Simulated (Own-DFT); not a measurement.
GaP (zincblende, strained, atoms displaced), Si3N4 (beta silicon nitride, strained, atoms displaced), SiC (4H silicon carbide, atoms displaced) (calculated)

A calculation, not a measurement: plane-wave PBE density functional theory by an unreviewed code, no spin, of a simulated periodic cell, stress positive in tension, free energy of the whole cell less one offset for each atom, forces on such cells passed a denser k mesh, this cell's mesh not checked; offsets are fitted by least squares, one for each functional and potential file, so energies compare only between cells with the same atoms and settings and are not formation energies; the far tail of each file's local potential was reset to the Coulomb form; each entry is a single point on an unrelaxed cell, so the pressure reflects the starting lattice, mostly measured values (interpolated for alloys), from which strain is counted, and rises with the displacements; printed positions are rounded, which can move forces by about a meV/angstrom; the program, named Own-DFT, is a retired in-house code; no spin-orbit coupling. Program: Own-DFT development build.

Settings shared by all entries: functional PBE; potential files PseudoDojo norm-conserving, scalar-relativistic, standard set; wave cutoff 42 hartree; occupations Fermi-Dirac; smearing width 0.1 eV; k mesh 3 x 3 x 3 centred on Gamma.

(1) 
```xyz
64
Lattice="10.8620 0.0000 0.0000 0.0000 10.8620 0.0000 0.0000 0.0000 10.9361" Properties=species:S:1:pos:R:3:force_x:R:1:force_y:R:1:force_z:R:1 formula=GaP hardware=one_NVIDIA_H100 free_energy_of_cell_above_offsets=-32.747 pressure=3.71 stress_xx=-4.01 stress_yy=-3.79 stress_zz=-3.32 stress_yz=-0.64 stress_xz=0 stress_xy=-0.1 wall_time=521.7
Ga    10.8226    10.8465     0.0252      0.049      0.079     -0.402
Ga     0.0042     2.7677     2.6755       0.39     -0.103      0.344
Ga     2.7026    10.7851     2.7418      0.645      0.655      0.161
Ga     2.6097     2.8497     0.0307       0.11     -1.666      0.084
P      1.3490     1.2355     1.4862     -0.249       1.46     -1.498
P      1.2977     4.0929     4.1809      0.493      0.092     -1.228
P      4.0823     1.3074     4.0329       0.33      0.184      0.463
P      4.0058     4.0689     1.3692      0.915      0.126      0.078
Ga    10.7802    10.8547     5.4659      1.081     -0.085      0.237
Ga     0.0377     2.7869     8.1904     -0.378     -0.699     -0.199
Ga     2.7201     0.0846     8.2902      0.104     -0.855     -0.778
Ga     2.7228     2.6952     5.3936     -0.259     -0.514     -0.175
P      1.4186     1.3751     6.8705      -0.69      -0.04     -0.528
P      1.3620     4.1235     9.5101      0.209      0.185      0.157
P      4.1037     1.3441     9.6109     -0.959      0.769      0.574
P      4.0604     3.9733     6.7519      0.253      0.676      0.603
Ga     0.0921     5.4250     0.0231     -0.617      0.618     -0.455
Ga    10.8469     8.1309     2.8038     -0.137      0.505     -1.264
Ga     2.7125     5.4866     2.6670     -0.464     -0.275      0.832
Ga     2.7750     8.0693    10.8845      -1.38       1.96      1.325
P      1.3371     6.8549     1.3614      0.077     -0.155          0
P      1.3588     9.5068     3.9854     -0.702     -0.271      1.986
P      4.0680     6.7845     4.0750      0.016     -0.482       0.66
P      4.0285     9.5073     1.4419       0.92     -0.549     -1.325
Ga    10.7676     5.3979     5.4820      0.645       1.01     -0.583
Ga     0.0311     8.0938     8.3292      0.088      0.447     -1.614
Ga     2.7714     5.4384     8.0995      0.685     -0.277      0.988
Ga     2.6846     8.1538     5.4281     -0.635     -0.655     -0.092
P      1.3246     6.6572     6.8865      -0.33      1.578     -0.923
P      1.3702     9.4930     9.5148      0.215      0.338      1.183
P      4.0586     6.8354     9.6902      1.641      -1.71     -2.351
P      3.9846     9.4727     6.7667      0.465      0.712      0.911
Ga     5.4337     0.0578    10.9302      0.194     -1.056      0.622
Ga     5.4844     2.7648     2.7362     -1.464     -1.127     -0.925
Ga     8.1218     0.0365     2.7389      0.091     -0.441       0.65
Ga     8.1732     2.7045    10.9189     -0.638       0.46      0.125
P      6.7975     1.3625     1.3903     -0.053      0.448     -0.372
P      6.7107     3.9810     4.0834      1.196      1.361      1.289
P      9.5911     1.3811     4.0649     -0.894      0.057     -0.064
P      9.5331     4.1145     1.3120     -0.349     -0.223      0.276
Ga     5.4724    10.8375     5.5216     -0.771     -0.558     -0.929
Ga     5.3285     2.6448     8.2049      1.003      0.466     -0.363
Ga     8.1968    10.8599     8.2245     -1.113     -0.026     -0.057
Ga     8.1647     2.6646     5.4283     -0.105     -0.012      0.471
P      6.7610     1.2680     6.8431      0.624      1.072       0.46
P      6.7461     4.1492     9.5488       0.52      -1.87     -0.448
P      9.4115     1.3938     9.5044      1.638      0.265      0.527
P      9.5344     4.1404     6.8300      -1.22     -1.301      0.383
Ga     5.4899     5.3432    10.9198     -1.025       1.22      1.041
Ga     5.4179     8.0337     2.6874     -0.118      1.136      0.536
Ga     8.1478     5.3658     2.8144     -0.248      0.097     -0.593
Ga     8.1186     8.1425    10.8903      0.111     -0.039      1.055
P      6.7907     6.7701     1.4198      0.561      -0.74     -0.878
P      6.7979     9.4166     4.1377     -0.531      0.825     -0.833
P      9.4895     6.8238     4.0487      0.019      -0.85      0.931
P      9.4464     9.5313     1.3925      0.206     -0.644     -0.162
Ga     5.4635     5.4451     5.5700     -1.481     -1.317      -1.96
Ga     5.4305     8.1400     8.0953     -0.222      0.097      0.753
Ga     8.1750     5.3948     8.2545     -0.057      0.559     -0.456
Ga     8.1593     8.1401     5.4233      0.015     -0.133      1.053
P      6.7389     6.6572     6.7966       1.91       1.78      1.239
P      6.8396     9.5026     9.5858     -1.028      0.185     -0.633
P      9.4872     6.8540     9.5560     -0.026     -1.255      0.791
P      9.4739     9.5590     6.9067      0.726     -1.495     -0.697
```

Units: free_energy_of_cell_above_offsets in eV; pressure, stress_xx, stress_yy, stress_zz, stress_yz, stress_xz, stress_xy in GPa; wall_time in s; force_x, force_y, force_z in eV/Å.

(2) 
```xyz
42
Lattice="7.6602 -0.0844 0.0908 -3.9031 6.5114 -0.1142 0.1042 -0.0912 8.7714" Properties=species:S:1:pos:R:3:force_x:R:1:force_y:R:1:force_z:R:1 formula=Si3N4 free_energy_of_cell_above_offsets=-2.170 pressure=10.26 stress_xx=-8.37 stress_yy=-14.79 stress_zz=-7.62 stress_yz=-4.73 stress_xz=2.22 stress_xy=-5.02
Si    -1.6553     4.9554     0.6795     -0.074      0.538     -0.259
Si     0.2835     2.6679     0.7404     -0.774     -3.404     -1.295
Si     1.3233     5.3405     0.6923      0.997      0.206     -0.496
Si     5.5036     1.3695     2.3283     -2.506      1.707     -2.489
Si     3.5164     3.8342     2.2598      1.473     -3.103     -4.199
Si     2.4106     1.0544     2.2036      0.746       1.85      1.926
N      2.3594     0.2593     0.7870      0.024     -4.693     -2.726
N      6.2794     1.8806     0.7857      0.086     -0.174      1.014
N      2.6944     4.3163     0.7435       1.42     -0.303      0.399
N      1.4098     6.1675     2.2254     -0.218      1.857     -2.243
N     -2.5433     4.5885     2.1955     -0.486     -0.763     -4.375
N      1.0938     2.1434     2.1682     -1.588      0.368      0.381
N      0.0018     4.2720     0.6682     -2.858       3.69       0.55
N      3.7612     2.0569     2.1650      3.155       1.24      0.483
Si    -1.6237     4.9430     3.4519      2.046      0.219      5.147
Si     0.2659     2.6771     3.5944      1.106     -4.535      1.635
Si     1.4186     5.3036     3.6195      -0.62     -2.561      2.062
Si     5.5026     1.3921     5.1301     -3.285     -0.874      1.399
Si     3.6836     3.7890     5.1819     -4.073     -1.589     -1.369
Si     2.4392     1.0672     5.0699      3.498     -0.127       0.79
N      2.4764     0.1305     3.6523     -0.286     -1.021      -0.58
N      6.2890     1.8570     3.7510      2.041      0.473     -1.494
N      2.7587     4.1919     3.6049     -1.511      1.995      4.829
N      1.3662     6.1259     5.1006       0.74      2.929     -1.163
N     -2.4571     4.4440     5.0011      3.087       2.25     -0.213
N      1.1609     2.0312     5.0691     -5.647      2.954     -0.145
N     -0.0168     4.2489     3.6909     -0.822      3.791     -1.134
N      3.8523     2.0982     5.0571      1.362     -1.189      0.418
Si    -1.6154     4.9357     6.4217      2.133      0.747       1.63
Si     0.1685     2.5070     6.5613      4.017      0.664     -0.457
Si     1.4364     5.2588     6.5399     -0.543     -0.263     -0.044
Si     5.4719     1.3552     8.1089      0.842      0.854      0.031
Si     3.7199     3.7545     8.1024     -6.915     -2.169     -1.115
Si     2.5631     1.0319     8.0718     -2.388      1.553     -0.175
N      2.5651     0.2679     6.5809     -1.045     -5.044     -0.465
N      6.2926     1.7832     6.5801     -0.543     -0.116      1.491
N      2.7640     4.2624     6.5729      3.612     -1.247      0.956
N      1.4670     6.1714     7.9598     -0.423      0.209      2.135
N     -2.5010     4.4360     8.0307      7.018      3.339     -1.378
N      1.1218     2.1309     8.0077      0.323     -1.431      0.111
N      0.1076     4.2358     6.5284      -4.35     -0.236      0.033
N      3.8977     2.0251     8.0405      1.227       1.41      0.391
```

Units: free_energy_of_cell_above_offsets in eV; pressure, stress_xx, stress_yy, stress_zz, stress_yz, stress_xz, stress_xy in GPa; force_x, force_y, force_z in eV/Å.

(3) 
```xyz
128
Lattice="12.3308 0.0000 0.0000 -6.1654 10.6788 0.0000 0.0000 0.0000 10.0681" Properties=species:S:1:pos:R:3:force_x:R:1:force_y:R:1:force_z:R:1 formula=SiC hardware=one_NVIDIA_H200 free_energy_of_cell_above_offsets=-19.105 pressure=3.69 stress_xx=-3.62 stress_yy=-2.86 stress_zz=-4.6 stress_yz=-0.39 stress_xz=0.18 stress_xy=0.42 wall_time=578.7
Si     6.1473    10.6236     4.1227      0.081      0.444     -1.307
Si     0.0015     1.7669     1.5640     -0.581      0.364       0.29
C      0.0167     0.0229     0.9444     -0.284     -1.379     -0.201
C     -0.0329     1.7699     3.4696       1.61      -0.59     -0.327
Si    -1.4815     2.6725     4.0601       -2.2       0.28      0.117
Si    -1.5835     4.4987     1.5384      0.468     -1.345       1.13
C     10.7689     2.6929     0.9446      0.895      0.098     -0.195
C     -1.5817     4.4794     3.4482      1.131     -0.527      0.341
Si    -3.0701     5.3543     4.1558     -0.932     -0.774      -1.97
Si    -3.0559     7.1028     1.5857     -0.661      0.035     -0.539
C      9.2391     5.3204     0.9644     -0.038      1.223     -1.572
C     -3.0941     7.0991     3.4458      0.374      0.155      0.831
Si    -4.5974     7.9867     4.1004     -1.218     -0.084     -0.455
Si    -4.6225     9.7566     1.6023     -0.084      0.659      0.005
C     -4.6107     8.0026     0.9976     -0.503     -0.303     -1.505
C     -4.6027     9.7484     3.4993      0.027      0.809      0.025
Si    -3.0375    10.6656     4.1089     -0.721      0.332     -0.763
Si     3.0884     1.7697     1.5276     -0.087      0.144      0.999
C     -3.0843    10.6683     0.9711     -0.015     -0.182     -0.582
C      3.0990     1.7901     3.4546     -0.781     -0.728     -0.056
Si     1.5568     2.6689     4.1137     -0.307     -0.422     -0.761
Si     1.5314     4.4316     1.5793      0.401       0.14      0.187
C      1.5126     2.6550     0.9390      0.577      0.254     -0.058
C      1.5695     4.4569     3.4881     -0.191     -0.528     -0.059
Si     0.0294     5.2820     4.0859     -1.065      1.663     -0.372
Si     0.0186     7.0842     1.5732     -0.318      1.422      0.027
C     -0.0253     5.3451     0.9981      0.418     -0.487     -1.299
C     -0.0117     7.1597     3.4280      0.755     -0.873      1.247
Si    -1.5629     7.9895     4.0498      0.486      0.475      0.695
Si    -1.5538     9.7523     1.6269      0.407      0.922     -1.859
C     -1.5521     8.0172     0.9246      0.504     -0.704      0.766
C     -1.5094     9.8001     3.4313     -0.202     -0.421      1.702
Si     6.2103     0.0167     4.0853      -1.41      0.397      0.605
Si     6.1630     1.7495     1.5917      0.746      0.649     -0.608
C     -0.0042    10.6739     0.9676     -0.204     -0.344     -1.014
C      6.1692     1.8048     3.4465     -0.255     -0.801      0.704
Si     4.6107     2.6432     4.0366      0.541      0.838      1.201
Si     4.6604     4.4479     1.5714     -0.939      -0.03      0.329
C      4.6499     2.6540     0.9742     -0.341      0.182     -1.225
C      4.6246     4.4333     3.4682     -0.244       0.39      0.348
Si     3.0800     5.3393     4.1708      0.614      0.377     -2.482
Si     3.0473     7.1741     1.6047      0.378     -1.788     -0.403
C      3.0713     5.3171     0.9519      0.058      0.556     -0.147
C      3.1025     7.1450     3.4554     -1.136     -0.596      1.153
Si     1.5608     8.0567     4.1449     -0.423     -0.259      -1.68
Si     1.5348     9.7980     1.5787      0.133      0.188     -0.174
C      1.5465     8.0080     0.9459     -0.738       0.13     -0.245
C      1.5324     9.8776     3.4800        0.8     -1.782     -0.119
Si     9.2397     0.0045     4.1256      0.627      0.526     -1.411
Si     9.2695     1.7915     1.5614     -0.599     -0.486      0.062
C      3.0672    10.6702     0.9026      0.425     -0.015      0.519
C      9.2181     1.7965     3.4450      1.253     -0.474      0.463
Si     7.6992     2.6592     4.0592      0.207      1.039     -0.061
Si     7.7115     4.4823     1.5304     -0.416      -0.53      1.187
C      7.7444     2.7125     0.9754     -0.948     -0.895     -1.187
C      7.6743     4.4627     3.4304          1     -0.043      0.526
Si     6.1800     5.3087     4.1174     -0.538      0.944     -1.106
Si     6.1489     7.0936     1.5359      0.224      0.833      1.906
C      6.1644     5.3588     0.9523       0.09     -0.513     -1.093
C      6.1321     7.1582     3.5087      0.853     -1.267     -0.721
Si     4.6014     7.9854     4.1264      0.531      0.385     -0.892
Si     4.6262     9.7482     1.5688      -0.26      0.633     -0.018
C      4.5909     7.9549     0.9984      0.873      0.977     -1.958
C      4.5932     9.7326     3.4620      0.204      1.002       0.43
Si     6.1531    10.6408     9.0980      0.364       0.58      1.126
Si     6.1686     8.8980     6.6210     -0.627      0.289     -1.354
C     12.3181     0.0133     5.9516     -0.086     -0.534      1.479
C      6.1796     8.8891     8.4530     -0.855       0.02      0.887
Si     7.6765     8.0264     9.0809       0.97       -0.6      1.759
Si     7.7361     6.2455     6.6190     -0.868     -0.935     -0.291
C      7.6465     7.9913     5.9749      1.488      0.245      0.256
C      7.7345     6.2252     8.5279      -1.46      0.606     -0.873
Si     9.2198     5.3674     9.0811      0.848     -1.209      1.033
Si     9.2820     3.5291     6.6221     -0.309      0.106     -1.313
C      9.2135     5.2803     5.9546      1.142      1.416      1.531
C      9.2350     3.5702     8.4426      0.224     -0.356      1.498
Si    10.7993     2.6477     9.1304     -0.223      1.286      0.083
Si    10.7551     0.9063     6.6196      0.914     -0.683      0.239
C     10.7963     2.6111     5.9507      0.344      1.445      0.465
C     10.8192     0.9029     8.5752     -0.897     -0.923      -1.83
Si     3.0728    10.6298     9.0782       0.61      1.186      1.584
Si     3.1019     8.8894     6.6135     -0.084      0.167      0.469
C      3.1018    10.6610     5.9653     -0.557      0.133      1.147
C      3.0736     8.8810     8.5777      0.196     -0.357     -2.094
Si     4.6269     7.9924     9.0759     -0.108        0.5      1.881
Si     4.6081     6.2286     6.5994      0.894      0.579      0.296
C      4.6259     8.0123     5.9691     -0.111     -0.046      1.084
C      4.6526     6.2517     8.5250     -1.133     -0.896     -1.202
Si     6.1437     5.3706     9.1012      0.961     -0.948      0.849
Si     6.1875     3.5679     6.6357     -0.157      0.047     -0.969
C      6.1368     5.3628     5.9557      0.667     -0.473      1.489
C      6.1638     3.5376     8.5211     -0.451      0.813     -0.427
Si     7.6739     2.6603     9.1007      1.325      0.421      1.206
Si     7.6981     0.8681     6.6101     -0.108      0.483     -0.492
C      7.7401     2.7035     5.9358       -0.7     -1.085      0.867
C      7.7453     0.8954     8.5187     -0.534     -0.138     -0.984
Si     6.1970     0.0189     9.0573     -0.743     -0.572      1.497
Si    -0.0341     8.8544     6.6052      0.736      0.804     -0.253
C     -0.0401    10.6237     6.0150       0.55      1.072     -0.779
C     -0.0317     8.9188     8.4491      0.544     -0.843      1.281
Si     1.5265     7.9767     9.1078     -0.355      1.425      0.748
Si     1.5152     6.2270     6.6216      0.335      0.659     -0.505
C      1.5735     8.0329     5.9810     -0.888     -0.535      0.715
C      1.5551     6.2703     8.4976     -0.553     -1.616      0.003
Si     3.0740     5.3227     9.1156      0.245       0.19      0.832
Si     3.0551     3.5690     6.6198       0.55     -0.158     -0.285
C      3.0915     5.4111     5.9773     -0.881     -1.455       1.43
C      3.0669     3.4892     8.5450      0.982      1.964     -1.352
Si     4.6182     2.6498     9.0850      0.519     -0.412      1.326
Si     4.5927     0.9013     6.6184      0.737     -0.157     -0.546
C      4.6279     2.6799     6.0053     -0.247       0.02     -0.605
C      4.6143     0.8635     8.4692      0.075      0.497      0.724
Si     3.0701     0.0126     9.1211        0.1     -0.914      0.472
Si    -3.1200     8.8748     6.6067      0.366      0.467      0.318
C      3.1106     0.0045     5.9692     -1.023     -0.444      0.569
C     -3.0933     8.8613     8.5282     -0.261      0.983     -0.702
Si    -1.5619     8.0032     9.1498      0.279       0.19     -0.762
Si    -1.4902     6.2826     6.6117     -1.792     -1.306     -0.428
C     -1.5551     8.0128     6.0133     -0.472     -0.081     -1.491
C     -1.5829     6.2263     8.4649      0.962      0.307      0.992
Si    -0.0309     5.3403     9.1472      0.298      0.468     -0.227
Si     0.0186     3.5429     6.6323     -1.052      0.592      -1.04
C     -0.0281     5.3804     5.9698      0.904     -1.116      0.079
C      0.0286     3.6051     8.4643     -0.217     -0.893      1.337
Si     1.5847     2.6973     9.1280     -2.195     -1.248      0.294
Si     1.5249     0.8473     6.6570      0.271      0.775     -1.683
C      1.5091     2.6883     5.9733      0.881     -0.654      0.581
C      1.5066     0.8651     8.4906       0.61      0.555      0.696
```

Units: free_energy_of_cell_above_offsets in eV; pressure, stress_xx, stress_yy, stress_zz, stress_yz, stress_xz, stress_xy in GPa; wall_time in s; force_x, force_y, force_z in eV/Å.
